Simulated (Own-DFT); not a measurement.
# Computed records: SiC (twinned 3C silicon carbide, strained, atoms displaced)

All values are calculated (Own-DFT development build). A calculation, not a measurement: plane-wave PBE density functional theory by an unreviewed code, no spin, of a simulated periodic cell, stress positive in tension, free energy of the whole cell less one offset for each atom, forces on such cells passed a denser k mesh, this cell's mesh not checked; offsets are fitted by least squares, one for each functional and potential file, so energies compare only between cells with the same atoms and settings and are not formation energies; the far tail of each file's local potential was reset to the Coulomb form; each entry is a single point on an unrelaxed cell, so the pressure reflects the starting lattice, mostly measured values (interpolated for alloys), from which strain is counted, and rises with the displacements; printed positions are rounded, which can move forces by about a meV/angstrom; the program, named Own-DFT, is a retired in-house code; no spin-orbit coupling.

Common to all runs: functional PBE; potential files PseudoDojo norm-conserving, scalar-relativistic, standard set; wave cutoff 42 hartree; occupations Fermi-Dirac; smearing width 0.1 eV; k mesh 4 x 4 x 2 centred on Gamma.

(1) SiC (twinned 3C silicon carbide, strained, atoms displaced)

```
cell vectors (Å)
   6.4564    -6.6850    -0.2585
   0.0816     6.5081    -6.4894
   8.3149     8.9643     8.8307
atoms (fractions of the cell vectors)
Si  0.99972  0.00401  0.43594
C   0.99635  0.99679  0.06390
Si  0.10778  0.21048  0.10198
C   0.12103  0.23396  0.22804
Si  0.22456  0.10614  0.26855
C   0.21876  0.10904  0.40004
Si  0.99923  0.33562  0.43788
C   0.99474  0.33440  0.06025
Si  0.10864  0.55825  0.10027
C   0.09792  0.54596  0.22601
Si  0.23454  0.44899  0.26731
C   0.22370  0.44424  0.39788
Si  0.99273  0.65486  0.43067
C   0.99571  0.66039  0.05720
Si  0.11380  0.89387  0.09783
C   0.10744  0.89058  0.23254
Si  0.21898  0.77593  0.27250
C   0.22016  0.77892  0.39670
Si  0.34463  0.01029  0.44140
C   0.34213  0.00700  0.06841
Si  0.44528  0.23290  0.10370
C   0.44470  0.22008  0.22766
Si  0.54970  0.10797  0.27239
C   0.54994  0.09815  0.39644
Si  0.33981  0.32667  0.43206
C   0.32842  0.32219  0.05780
Si  0.45348  0.55949  0.10652
C   0.43934  0.55665  0.22695
Si  0.54747  0.44191  0.27300
C   0.55539  0.44773  0.39069
Si  0.33906  0.67700  0.44072
C   0.34499  0.66924  0.06413
Si  0.44834  0.89294  0.10670
C   0.44221  0.88612  0.22734
Si  0.55294  0.78147  0.27439
C   0.55067  0.77635  0.39604
Si  0.68036  0.00311  0.43834
C   0.66666  0.00201  0.05847
Si  0.77517  0.21931  0.10467
C   0.77564  0.21925  0.22607
Si  0.89405  0.11611  0.26795
C   0.88113  0.10606  0.40311
Si  0.66359  0.32809  0.43925
C   0.65918  0.32516  0.05927
Si  0.77965  0.56180  0.10204
C   0.78759  0.55345  0.23106
Si  0.89647  0.44128  0.26844
C   0.88332  0.44224  0.39865
Si  0.66139  0.67132  0.44056
C   0.67837  0.66893  0.05740
Si  0.77390  0.88991  0.10363
C   0.77591  0.89869  0.23084
Si  0.88132  0.78048  0.26583
C   0.88786  0.78249  0.38813
Si  0.99412  0.99914  0.93439
C   0.99882  0.99675  0.55545
Si  0.88683  0.77488  0.60360
C   0.89146  0.78005  0.73484
Si  0.76986  0.88873  0.76956
C   0.77737  0.88003  0.88777
Si  0.99141  0.65693  0.93426
C   0.99441  0.65935  0.56450
Si  0.87899  0.42639  0.60035
C   0.87833  0.43762  0.72818
Si  0.78153  0.55445  0.76793
C   0.76854  0.55787  0.89892
Si  0.00238  0.33420  0.93650
C   0.00202  0.34655  0.55978
Si  0.88830  0.11864  0.60498
C   0.89416  0.12018  0.72931
Si  0.76876  0.22568  0.76748
C   0.77256  0.21498  0.89644
Si  0.66139  0.99671  0.93437
C   0.65021  0.99455  0.55642
Si  0.54339  0.76584  0.60341
C   0.55618  0.77130  0.72650
Si  0.44175  0.87935  0.76897
C   0.43526  0.89440  0.89856
Si  0.66519  0.66958  0.93469
C   0.66628  0.67220  0.56521
Si  0.55478  0.43782  0.60567
C   0.56473  0.44943  0.72854
Si  0.44177  0.56074  0.77078
C   0.43944  0.55230  0.89891
Si  0.65615  0.33598  0.93602
C   0.65995  0.31728  0.55842
Si  0.55024  0.11217  0.59729
C   0.55490  0.10863  0.73150
Si  0.43587  0.22762  0.77690
C   0.44824  0.21808  0.89934
Si  0.33388  0.99185  0.94124
C   0.33227  0.00032  0.56501
Si  0.22523  0.77984  0.60571
C   0.21910  0.77878  0.73378
Si  0.10723  0.89185  0.77139
C   0.10820  0.89009  0.90360
Si  0.33622  0.67302  0.93942
C   0.32833  0.66434  0.56882
Si  0.22609  0.45061  0.60437
C   0.22144  0.44686  0.72519
Si  0.10992  0.56417  0.77330
C   0.10497  0.55242  0.89124
Si  0.33405  0.33693  0.94028
C   0.33192  0.33468  0.55416
Si  0.22263  0.11564  0.60539
C   0.22534  0.12139  0.73092
Si  0.12504  0.23451  0.76957
C   0.10012  0.22076  0.89276
```

- free energy of cell above offsets: -7.230 eV
- pressure: 3.59 GPa
- stress xx: -10.08 GPa
- stress yy: -0.14 GPa
- stress zz: -0.55 GPa
- stress yz: 6.18 GPa
- stress xz: -8.18 GPa
- stress xy: -2.76 GPa

Force:
```csv
element,x (eV/Å),y (eV/Å),z (eV/Å)
Si,0.006,-1.725,0.838
C,-1.632,0.058,-0.475
Si,0.647,1.837,-2.096
C,-1.033,-1.061,1.902
Si,0.605,1.535,-0.347
C,-0.577,-1.796,-1.105
Si,0.388,-0.977,-0.153
C,0.9,-0.689,0.693
Si,1.08,-0.845,1.223
C,2.685,-0.917,-1.472
Si,-1.166,2.88,0.799
C,-0.337,-0.379,-0.995
Si,2.119,2.836,-1.525
C,0.819,1.322,-0.793
Si,1.225,-0.473,2.141
C,-1.499,-1.507,-0.461
Si,-0.686,-0.543,-0.09
C,0.36,0.136,0.081
Si,-2.581,-0.22,1.545
C,-1.877,-0.078,-0.099
Si,1.167,-2.415,1.515
C,-0.1,1.375,-0.198
Si,0.477,-1.287,-0.346
C,0.844,0.365,-1.94
Si,-0.419,2.163,-0.999
C,0.784,3.452,-0.492
Si,-1.237,-1.436,-0.218
C,2.005,-0.516,-0.37
Si,0.379,-2.493,-1.523
C,1.634,1.131,2.065
Si,-1.383,-0.635,1.273
C,-1.529,1.361,-0.211
Si,-0.179,-1.14,-0.25
C,0.315,1.45,0.616
Si,-0.179,-1.188,-0.4
C,0.616,0.604,-0.364
Si,-2.908,1.369,1.385
C,0.078,0.349,1.11
Si,-0.603,-0.645,-1.541
C,0.49,1.144,0.828
Si,0.993,0.88,0.235
C,0.367,-1.796,-3.806
Si,-1.317,-1.312,-1.535
C,1.149,1.752,-0.692
Si,1.112,-2.124,2.476
C,-2.474,1.517,-1.275
Si,-0.922,1.399,1.092
C,-1.642,-1.964,0.355
Si,0.489,-2.288,-0.254
C,-0.95,3.287,0.171
Si,0.455,-0.35,-0.138
C,-1.463,-1.083,0.593
Si,1.322,-0.979,0.885
C,0.569,1.08,1.751
Si,0.667,0.201,0.067
C,1.761,2.392,1.521
Si,1.107,-0.002,-0.489
C,-1.911,-0.524,-0.868
Si,1.026,-1.833,-1.805
C,0.447,3.226,0.654
Si,0.477,0.904,-0.854
C,-0.476,-0.437,-0.458
Si,1.497,2.623,-1.834
C,1.018,-0.786,-1.419
Si,0.595,1.714,0.171
C,-0.629,-2.558,-0.272
Si,-1.739,0.917,0.441
C,0.831,-1.752,2.35
Si,-0.707,-1.254,0.36
C,-0.786,-0.114,0.479
Si,2.025,-0.761,1.985
C,-0.092,0.431,-1.721
Si,0.528,-0.095,-0.524
C,2.508,0.007,1.426
Si,1.658,0.202,-2.016
C,-0.403,1.702,-0.075
Si,0.871,1.606,-1.332
C,0.363,-4.474,0.823
Si,-0.172,-0.163,0.118
C,-0.833,-1.09,1.293
Si,-0.759,-0.028,-1.109
C,-1.537,1.485,1.215
Si,0.406,-1.395,1.089
C,-0.303,-0.092,-1.599
Si,2.673,-1.998,0.498
C,0.861,2.286,-1.589
Si,1.567,0.247,3.404
C,-2.393,0.228,-0.321
Si,1.48,-2.999,-0.554
C,-2.94,1.798,-0.033
Si,-0.404,3.37,-1.371
C,-0.686,0.496,0.197
Si,-1.32,1.095,0.52
C,-0.557,-0.482,-1.036
Si,1.745,0.464,0.118
C,-0.751,-1.693,-0.649
Si,-0.792,-0.078,0.456
C,-0.745,-0.683,-1.448
Si,-1.512,-1.171,0.509
C,1.186,1.245,0.06
Si,-2.051,-2.125,0.27
C,1.847,0.922,0.783
Si,-1.856,-1.649,0.258
C,1.945,1.196,1.546
Si,-0.96,-0.616,-0.485
C,-1.1,-0.802,0.825
Si,-2.115,1.662,1.115
C,2.054,-1.187,-0.1
```

(2) SiC (twinned 3C silicon carbide, strained, atoms displaced)

```
cell vectors (Å)
   6.4698    -6.5855    -0.0621
   0.0049     6.5283    -6.4589
   8.8608     9.0979     8.9988
atoms (fractions of the cell vectors)
Si  0.99952  0.99733  0.43271
C   0.00583  0.00449  0.06043
Si  0.10835  0.22220  0.10800
C   0.11181  0.21497  0.23297
Si  0.22210  0.11371  0.26629
C   0.22747  0.11174  0.39406
Si  0.99247  0.32920  0.43523
C   0.99602  0.33245  0.06853
Si  0.11617  0.55893  0.10488
C   0.11642  0.55812  0.23203
Si  0.22460  0.44559  0.27225
C   0.21788  0.43700  0.39909
Si  0.00290  0.66144  0.43739
C   0.99998  0.65977  0.05870
Si  0.11719  0.89022  0.10494
C   0.12083  0.89197  0.23109
Si  0.21814  0.77542  0.26470
C   0.22775  0.78519  0.39627
Si  0.33889  0.00657  0.43781
C   0.34898  0.00511  0.06274
Si  0.45272  0.21832  0.10804
C   0.43591  0.21675  0.23082
Si  0.56049  0.12369  0.27417
C   0.55912  0.11537  0.39707
Si  0.34309  0.33765  0.44006
C   0.32630  0.32512  0.06057
Si  0.44983  0.56704  0.09981
C   0.44652  0.54452  0.22802
Si  0.54151  0.44472  0.26937
C   0.56469  0.44006  0.39090
Si  0.33114  0.67113  0.43626
C   0.33264  0.66588  0.06371
Si  0.44563  0.88342  0.10221
C   0.45076  0.89172  0.22739
Si  0.55320  0.77852  0.26739
C   0.57037  0.78416  0.39318
Si  0.66317  0.99824  0.44055
C   0.67145  0.00696  0.06556
Si  0.78007  0.22626  0.10169
C   0.78687  0.22862  0.22478
Si  0.88711  0.11002  0.26693
C   0.88847  0.12168  0.39837
Si  0.66084  0.33119  0.43185
C   0.66217  0.33796  0.06679
Si  0.78427  0.55724  0.09896
C   0.78223  0.56343  0.22823
Si  0.88217  0.44301  0.27040
C   0.88197  0.43436  0.40063
Si  0.67145  0.66360  0.43558
C   0.66385  0.66392  0.06358
Si  0.77139  0.87846  0.10590
C   0.78829  0.89010  0.23068
Si  0.88476  0.77604  0.27204
C   0.89001  0.77332  0.38719
Si  0.99217  0.99567  0.93754
C   0.99681  0.00804  0.56402
Si  0.88146  0.77515  0.60114
C   0.89635  0.78622  0.72390
Si  0.78666  0.89313  0.77704
C   0.77349  0.88810  0.90056
Si  0.99910  0.67235  0.93607
C   0.00500  0.67308  0.55793
Si  0.88310  0.43647  0.59994
C   0.89784  0.45473  0.73194
Si  0.78115  0.55834  0.77494
C   0.77678  0.55325  0.89093
Si  0.00662  0.34065  0.94243
C   0.00312  0.33554  0.56296
Si  0.89112  0.10389  0.60394
C   0.88835  0.10936  0.73384
Si  0.77472  0.22837  0.76820
C   0.77708  0.22550  0.89765
Si  0.66821  0.00946  0.93851
C   0.67328  0.01031  0.56765
Si  0.56071  0.78854  0.59963
C   0.55223  0.77477  0.73232
Si  0.44261  0.88300  0.77472
C   0.43840  0.88844  0.89203
Si  0.66902  0.66374  0.93749
C   0.67857  0.66293  0.56048
Si  0.54437  0.42591  0.60328
C   0.54726  0.44399  0.73705
Si  0.43385  0.54932  0.77964
C   0.44228  0.54811  0.89642
Si  0.65974  0.32844  0.93998
C   0.67695  0.34993  0.56272
Si  0.55650  0.11146  0.59874
C   0.55715  0.11213  0.72739
Si  0.45188  0.23163  0.77557
C   0.43859  0.22605  0.89476
Si  0.33016  0.99620  0.93955
C   0.33439  0.00020  0.56086
Si  0.22471  0.77542  0.60607
C   0.23244  0.78076  0.72354
Si  0.10924  0.88014  0.77005
C   0.11086  0.89245  0.89801
Si  0.33456  0.66300  0.93252
C   0.33344  0.66963  0.55994
Si  0.22806  0.44684  0.60611
C   0.22073  0.43471  0.73088
Si  0.11349  0.55864  0.76462
C   0.11151  0.54646  0.89985
Si  0.33849  0.34120  0.93281
C   0.33692  0.33436  0.56773
Si  0.22344  0.11261  0.60618
C   0.21450  0.10543  0.72943
Si  0.10757  0.22735  0.76493
C   0.11166  0.22869  0.89239
```

* free energy of cell above offsets: -7.951 eV
* pressure: 1.39 GPa
* stress xx: -4.42 GPa
* stress yy: 1.9 GPa
* stress zz: -1.64 GPa
* stress yz: 8.62 GPa
* stress xz: 4.24 GPa
* stress xy: 5.24 GPa

Force:
```csv
element,x (eV/Å),y (eV/Å),z (eV/Å)
Si,0.706,0.975,-0.272
C,-0.483,0.389,1.703
Si,0.232,-1.16,-0.285
C,-1.494,1.326,-2.268
Si,1.554,0.013,2.665
C,-0.325,0.831,-0.436
Si,2.924,0.56,0.09
C,0.369,-1.065,-1.419
Si,-0.345,0.217,1.142
C,-1.664,-0.482,0.184
Si,0.163,-0.183,0.978
C,0.383,-0.168,-1.756
Si,-0.098,0.412,-1.063
C,0.795,1.008,-0.999
Si,-0.227,0.132,-0.402
C,-2.653,0.52,-0.601
Si,3.414,0.497,0.469
C,-1.285,-0.794,-0.056
Si,-0.854,-0.032,0.733
C,-1.807,0.285,0.997
Si,-1.803,2.175,-0.881
C,1.19,-0.857,-1.611
Si,-0.686,-1.938,0.846
C,-0.813,-0.601,0.771
Si,-1.28,-0.05,0.519
C,1.438,0.325,-0.931
Si,-0.718,-1.069,3.941
C,-2.619,3.817,-3.856
Si,3.56,-4.088,1.857
C,-1.696,3.032,-1.08
Si,0.622,-1.253,0.533
C,-0.622,-0.66,-1.079
Si,1.514,0.977,-0.693
C,-0.753,0.82,-0.274
Si,1.656,-0.662,0.825
C,-1.622,0.958,1.218
Si,1.031,-0.761,-1.051
C,-1.296,-1.326,0.765
Si,0.212,1.281,0.643
C,-0.992,1.153,0.85
Si,1.473,1.026,0.543
C,-2.117,-2.906,1.85
Si,3.15,0.103,1.128
C,0.057,-2.343,-0.516
Si,0.89,2.062,1.035
C,-1.658,-0.686,0.93
Si,1.437,-0.122,-0.411
C,-0.8,-0.374,-2.589
Si,0.435,-0.107,-0.317
C,-0.089,-1.35,-0.884
Si,1.839,0.13,-2.271
C,-2.713,0.892,-0.486
Si,0.973,-2.034,-0.909
C,1.803,1.66,1.461
Si,1.887,0.36,-1.719
C,-0.039,-3.979,0.77
Si,3.368,-1.113,-0.852
C,-0.37,0.819,2.343
Si,-2.019,-0.268,0.069
C,-0.686,-0.443,-0.198
Si,0.459,-1.512,1.182
C,0.324,0.619,1.384
Si,3.575,0.558,-1.596
C,-2.558,-0.306,0.213
Si,-2.106,-0.765,-1.785
C,1.697,1.704,1.227
Si,-1.397,-1.142,1.913
C,-0.174,-0.345,0.602
Si,1.017,3.271,-1.281
C,-1.565,0.227,-1.295
Si,1.307,-0.626,0.986
C,0.103,0.091,-0.584
Si,-0.289,-0.449,1.198
C,-1.794,-1.532,-0.331
Si,0.547,-0.332,2.879
C,0.522,-0.654,-0.074
Si,0.085,-1.085,-2.621
C,1.473,0.441,1.048
Si,-0.286,0.546,-0.168
C,-3.905,2.095,0.467
Si,4.152,1.9,-1.85
C,0.456,-1.602,-1.876
Si,-0.197,-2.173,-2.536
C,1.579,1.418,-2.267
Si,0.088,-0.105,-0.64
C,-3.706,-1.302,2.197
Si,1.265,2.22,0.178
C,-0.525,0.72,0.068
Si,-2.385,-1.304,1.298
C,1.139,-1.117,1.393
Si,0.336,0.381,-1.241
C,0.063,0.332,-0.177
Si,-1.348,-0.405,-1.656
C,-0.121,1.693,1.627
Si,0.754,0.462,-1.556
C,-1.037,-0.838,0.041
Si,0.611,1.448,0.476
C,0.885,-0.477,0.334
Si,-0.549,0.431,-0.292
C,-0.266,1.148,-3.57
Si,1.733,-0.096,1.447
C,-0.642,1.003,-3.685
Si,-1.143,1.051,4.436
C,-2.491,-0.495,-0.504
Si,-0.412,-0.156,1.104
C,1.254,-0.343,-0.628
Si,1.136,-0.417,3.929
C,-0.108,-0.068,0.894
```

(3) SiC (twinned 3C silicon carbide, strained, atoms displaced)

```
cell vectors (Å)
   6.4022    -6.3287     0.0157
   0.1518     6.4962    -6.5820
   8.7221     8.6031     8.5151
atoms (fractions of the cell vectors)
Si  0.99571  0.99775  0.43521
C   0.00361  0.99623  0.06191
Si  0.11176  0.20971  0.10881
C   0.11254  0.22276  0.22363
Si  0.22559  0.12224  0.27246
C   0.21555  0.11309  0.39405
Si  0.99671  0.33438  0.43154
C   0.99939  0.32985  0.06306
Si  0.11971  0.55979  0.10443
C   0.10916  0.55310  0.23061
Si  0.22412  0.43783  0.26553
C   0.22598  0.44917  0.39413
Si  0.99816  0.66870  0.42975
C   0.00120  0.66717  0.06172
Si  0.11043  0.89584  0.10210
C   0.11068  0.89453  0.22978
Si  0.22827  0.78520  0.26638
C   0.22256  0.77257  0.39695
Si  0.32621  0.99970  0.44127
C   0.33970  0.00119  0.06579
Si  0.43752  0.22123  0.09997
C   0.44596  0.22186  0.22695
Si  0.55712  0.10912  0.26997
C   0.55515  0.11296  0.39503
Si  0.34132  0.33146  0.43516
C   0.33480  0.33611  0.06195
Si  0.45399  0.54938  0.10690
C   0.46168  0.55581  0.23160
Si  0.55572  0.45350  0.26955
C   0.55329  0.44012  0.39505
Si  0.33073  0.67092  0.43184
C   0.33727  0.66258  0.05784
Si  0.44123  0.88067  0.10026
C   0.44072  0.88982  0.22806
Si  0.55455  0.78461  0.27433
C   0.55129  0.78278  0.39759
Si  0.66676  0.99781  0.44123
C   0.66172  0.00019  0.05206
Si  0.78639  0.22883  0.09960
C   0.78332  0.23227  0.22591
Si  0.88831  0.10076  0.26708
C   0.88356  0.10797  0.39132
Si  0.65212  0.32106  0.43526
C   0.67518  0.32719  0.05863
Si  0.77234  0.55118  0.10276
C   0.77213  0.54789  0.22816
Si  0.88726  0.44065  0.27231
C   0.89178  0.44349  0.39517
Si  0.67132  0.67059  0.43956
C   0.66817  0.65902  0.06533
Si  0.78223  0.89531  0.09971
C   0.77509  0.88736  0.22525
Si  0.88691  0.77776  0.27059
C   0.89016  0.77361  0.38995
Si  0.00045  0.00358  0.93609
C   0.99831  0.00005  0.56170
Si  0.88348  0.78113  0.60306
C   0.90223  0.78281  0.72781
Si  0.78303  0.89051  0.77143
C   0.78909  0.89766  0.89671
Si  0.99353  0.66612  0.93617
C   0.99824  0.67200  0.56618
Si  0.88908  0.44761  0.60798
C   0.88669  0.44590  0.73324
Si  0.77705  0.55422  0.76626
C   0.78913  0.56558  0.89472
Si  0.99124  0.33234  0.93878
C   0.00375  0.33406  0.56345
Si  0.89094  0.11094  0.60223
C   0.89445  0.10155  0.72074
Si  0.77548  0.22061  0.77120
C   0.77489  0.22174  0.89869
Si  0.67593  0.01632  0.93608
C   0.66985  0.00730  0.56560
Si  0.55131  0.77394  0.60237
C   0.54889  0.76388  0.73431
Si  0.44552  0.88099  0.77420
C   0.44654  0.88885  0.89573
Si  0.65534  0.66367  0.93981
C   0.67532  0.67921  0.56287
Si  0.55140  0.44264  0.60268
C   0.54279  0.43986  0.72534
Si  0.44034  0.56615  0.76841
C   0.44532  0.55026  0.89747
Si  0.66033  0.33422  0.93845
C   0.66491  0.33215  0.56410
Si  0.55534  0.10913  0.60516
C   0.54857  0.10637  0.73148
Si  0.44315  0.22692  0.77099
C   0.43271  0.20517  0.89306
Si  0.33470  0.99713  0.93018
C   0.33437  0.00019  0.56277
Si  0.23603  0.77768  0.59875
C   0.21751  0.76961  0.72354
Si  0.11997  0.89808  0.77654
C   0.12065  0.89082  0.89658
Si  0.32719  0.67035  0.94268
C   0.32909  0.66828  0.55806
Si  0.21881  0.44618  0.60234
C   0.21053  0.45236  0.73092
Si  0.11352  0.55126  0.76296
C   0.11783  0.55175  0.89526
Si  0.32512  0.33091  0.93238
C   0.33293  0.32503  0.56337
Si  0.22041  0.12098  0.60447
C   0.22066  0.10573  0.72656
Si  0.10219  0.21792  0.75678
C   0.11367  0.22898  0.89450
```

- free energy of cell above offsets: -5.659 eV
- pressure: 12.42 GPa
- stress xx: -12.39 GPa
- stress yy: -15.41 GPa
- stress zz: -9.46 GPa
- stress yz: -4.25 GPa
- stress xz: -4.69 GPa
- stress xy: 7.07 GPa

Force:
```csv
element,x (eV/Å),y (eV/Å),z (eV/Å)
Si,0.144,0.284,0.229
C,-1.021,1.521,-1.792
Si,-2.432,-0.951,-3.856
C,1.669,1.921,2.056
Si,-0.682,-2.338,0.769
C,1.289,-0.26,0.451
Si,1.864,-0.544,1.498
C,1.909,-1.03,-0.785
Si,-1.654,0.346,0.961
C,0.856,-0.759,-1.395
Si,1.035,1.574,-0.541
C,-0.295,-1.042,0.546
Si,1.864,0.094,3.122
C,0.427,0.574,-0.155
Si,1.564,-2.335,2.603
C,0.01,-0.028,-0.338
Si,-1.293,1.452,2.294
C,-1.49,1.534,-3.207
Si,-0.445,-1.672,-0.633
C,-2.164,-0.168,-1.005
Si,2.2,-1.464,0.888
C,0.295,1.002,-0.53
Si,-0.174,0.21,-1.225
C,-0.809,-0.482,1.482
Si,-1.777,2.62,0.609
C,-0.762,-0.176,0.134
Si,-1.553,1.192,-0.646
C,-4.272,4.544,-3.179
Si,2.289,-3.918,4.398
C,1.233,0.287,-1.59
Si,0.769,-0.966,2.553
C,2.957,2.12,2.073
Si,0.826,0.32,-0.602
C,1.237,-1.746,-0.817
Si,-0.679,-1.595,-0.022
C,1.301,-1.407,0.083
Si,-0.898,0.561,-1.154
C,3.599,1.678,2.417
Si,-0.419,0.367,2.719
C,-0.476,-1.261,2.236
Si,-0.496,1.719,-1.575
C,0.802,0.097,0.171
Si,3.018,-0.143,-0.963
C,-1.295,3.609,-0.957
Si,1.851,-2.057,1.006
C,1.472,0.215,-1.155
Si,-0.503,-0.086,-0.883
C,-1.568,1.71,-0.263
Si,-1.524,-0.518,0.127
C,-0.541,0.984,-2.763
Si,-1.433,0.14,1.228
C,0.178,0.418,0.031
Si,-1.419,-2.011,-0.594
C,0.197,2.664,-0.246
Si,1.733,-0.937,-0.954
C,-0.329,-0.759,-0.541
Si,3.353,-0.971,-0.067
C,-1.227,1.362,0.863
Si,-0.297,-1.039,1.009
C,-2.323,0.772,0.812
Si,2.975,-1.804,-0.279
C,-0.763,-2.087,-0.492
Si,-0.808,-0.712,-0.92
C,-0.764,-1.909,0.78
Si,0.481,2.293,-0.477
C,-4.015,1.032,1.395
Si,1.723,-1.301,-1.043
C,-1.632,0.185,-0.103
Si,-0.855,-0.239,-1.328
C,-1.092,3.781,0.982
Si,-0.092,-0.378,-0.075
C,-0.862,-0.284,-2.58
Si,-2.368,-2.282,1.78
C,-0.75,-1.416,1.334
Si,0.743,1.326,-0.451
C,1.222,-0.184,-5.652
Si,-1.955,0.616,-1.068
C,0.705,-0.624,0.513
Si,1.806,-1.679,-1.221
C,-2.504,-0.225,1.983
Si,0.651,-0.446,-0.405
C,1.737,0.69,-0.5
Si,-0.207,-1.258,5.563
C,-1.539,0.743,-1.234
Si,-0.426,-0.948,-1.124
C,-0.193,-0.48,-0.153
Si,-0.119,1.551,-0.54
C,0.632,-0.928,-0.118
Si,-0.992,-0.902,0.442
C,1.822,1.844,-2.89
Si,2.096,1.372,2.125
C,0.092,0.651,-0.026
Si,-1.963,5.25,-0.125
C,2.189,0.738,-0.426
Si,-2.348,-2.79,0.145
C,-1.638,1.474,0.826
Si,-1.223,-3.593,-1.39
C,1.251,-3.486,1.235
Si,0.709,-0.55,-0.239
C,0.884,-8.53,1.441
Si,0.03,8.054,-0.672
C,-1.798,1.529,-0.672
Si,1.857,-0.203,0.472
C,-0.264,1.322,-2.871
Si,-0.588,-2.626,2.76
C,0.852,1.131,-1.114
Si,4.508,1.449,0.815
C,-2.897,-0.392,0.668
```
